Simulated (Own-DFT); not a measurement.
# Which defects push the lattice out? C11b WSi2

Source: density functional calculations with Own-DFT, an unreviewed in-house program that is no longer used. Nothing was measured or relaxed, and spin and spin-orbit coupling are left out.

All runs used: PBE; PseudoDojo norm-conserving scalar-relativistic files; cutoff 50 hartree; 5 x 5 x 5 k mesh centred on Gamma; cold (Marzari-Vanderbilt) smearing of 0.2 eV.

Keep in mind: forces on such cells failed a check on a denser k mesh; stress not checked against mesh or cutoff.

All runs share one cell, with vectors in Å (-2.148, -5.953, 3.409); (-6.444, 2.976, 1.136); (-2.553, -2.948, -6.757) and a volume of 403.2 Å³. Atoms were moved at random from their sites; u is the rms move along one axis. The defect's site can differ from row to row.

```
cell,formula,u (Å),P (GPa)
no defect,Si20W10,0.0197,4.47
no defect,Si20W10,0.0198,4.23
no defect,Si20W10,0.0449,5.46
one W on a Si site,Si19W11,0.0284,10.14
one W on a Si site,Si19W11,0.0304,9.94
one W on a Si site,Si19W11,0.0509,11.50
one Si vacancy,Si19W10,0.0305,3.47
one Si vacancy,Si19W10,0.0408,4.18
one Si vacancy,Si19W10,0.0540,5.25
one Si on a W site,Si21W9,0.0276,?
one Si on a W site,Si21W9,0.0282,6.13
one Si on a W site,Si21W9,0.0508,7.27
one Si on a W site,Si21W9,0.0511,7.86
```

## Working it out

P = P0 + c u² + a shift for each defect gives P0 = 3.96 GPa, c = 808 ± 71 GPa/Å² and a scatter of 0.20 GPa. The shifts, and each times the cell's volume:

- one W on a Si site: 5.40 ± 0.17 GPa, 13.6 eV
- one Si on a W site: 1.51 ± 0.18 GPa, 3.8 eV
- one Si vacancy: -1.15 ± 0.17 GPa, -2.9 eV

A positive shift means that the defect pushes the cell outwards. Shift times volume (160.2 GPa Å³ is 1 eV) depends little on the cell's size, so, taken for each site, it can be compared between cells at like pressure. The atoms around the defects weren't relaxed, which would change these numbers.

## Prediction

Asked: what pressure belongs in the blank (one Si on a W site, u = 0.0276 Å)?

The fitted form gives 6.09 ± 0.25 GPa. The hidden result is 6.26 GPa.
